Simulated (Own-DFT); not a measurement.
# Point defects and the pressure they add: C40 NbSi2

No measurement is shown. These are fixed-geometry runs of a retired plane-wave code named Own-DFT, which no person has reviewed; spin and spin-orbit coupling are neglected.

Common settings: PBE; PseudoDojo norm-conserving scalar-relativistic files; cutoff 42 hartree; 4 x 4 x 5 k mesh centred on Gamma; cold (Marzari-Vanderbilt) smearing of 0.2 eV.

Known weak points: forces on such cells failed a check on a denser k mesh; stress not checked against mesh or cutoff.

All runs share one cell, with vectors in Å (0.000, 8.324, 0.000); (-9.613, 0.000, 0.000); (0.000, 0.000, 6.586) and a volume of 527.0 Å³. The atoms are randomly displaced, by u rms on each axis. The defect's site can differ from row to row.

| cell | formula | u (Å) | P (GPa) |
|---|---|---|---|
| no defect | Nb12Si24 | 0.0192 | 1.46 |
| no defect | Nb12Si24 | 0.0199 | 1.50 |
| no defect | Nb12Si24 | 0.0442 | 2.34 |
| one Si vacancy | Nb12Si23 | 0.0259 | 0.88 |
| one Si vacancy | Nb12Si23 | 0.0338 | 1.17 |
| one Si vacancy | Nb12Si23 | 0.0453 | 1.75 |
| one Si vacancy | Nb12Si23 | 0.0505 | ? |
| two Si on a Nb site each | Nb10Si26 | 0.0278 | 1.70 |
| two Si on a Nb site each | Nb10Si26 | 0.0452 | 2.37 |
| two Si on a Nb site each | Nb10Si26 | 0.0459 | 2.38 |
| two Nb on a Si site each | Nb14Si22 | 0.0297 | 7.33 |
| two Nb on a Si site each | Nb14Si22 | 0.0482 | 8.19 |
| two Nb on a Si site each | Nb14Si22 | 0.0492 | 8.29 |
| two Nb vacancies | Nb10Si24 | 0.0290 | -0.04 |
| two Nb vacancies | Nb10Si24 | 0.0513 | 0.91 |
| two Nb vacancies | Nb10Si24 | 0.0560 | 1.25 |

## What the rows give

P = P0 + c u² + a shift for each defect gives P0 = 1.25 GPa, c = 569 ± 14 GPa/Å² and a scatter of 0.04 GPa. The shifts, and each times the cell's volume:

- two Nb on a Si site each: 5.62 ± 0.03 GPa, 18.5 eV (9.2 eV for each of its 2 sites)
- two Si on a Nb site each: -0.04 ± 0.03 GPa, -0.1 eV (-0.1 eV for each of its 2 sites) (not resolved)
- one Si vacancy: -0.72 ± 0.03 GPa, -2.4 eV
- two Nb vacancies: -1.80 ± 0.04 GPa, -5.9 eV (-3.0 eV for each of its 2 sites)

Positive is outwards. The product with the volume (160.2 GPa Å³ to the eV) is nearly free of the cell's size; divided by the bulk modulus at the cell's pressure it gives the volume that the defect adds. The atoms around the defects weren't relaxed, which would change these numbers.

## Test on the hidden row

Asked: what pressure belongs in the blank (one Si vacancy, u = 0.0505 Å)?

The fitted form gives 1.98 ± 0.05 GPa. The calculation gave 1.61 GPa. The miss is larger than the scatter suggests: chance, or a term that the fit lacks.
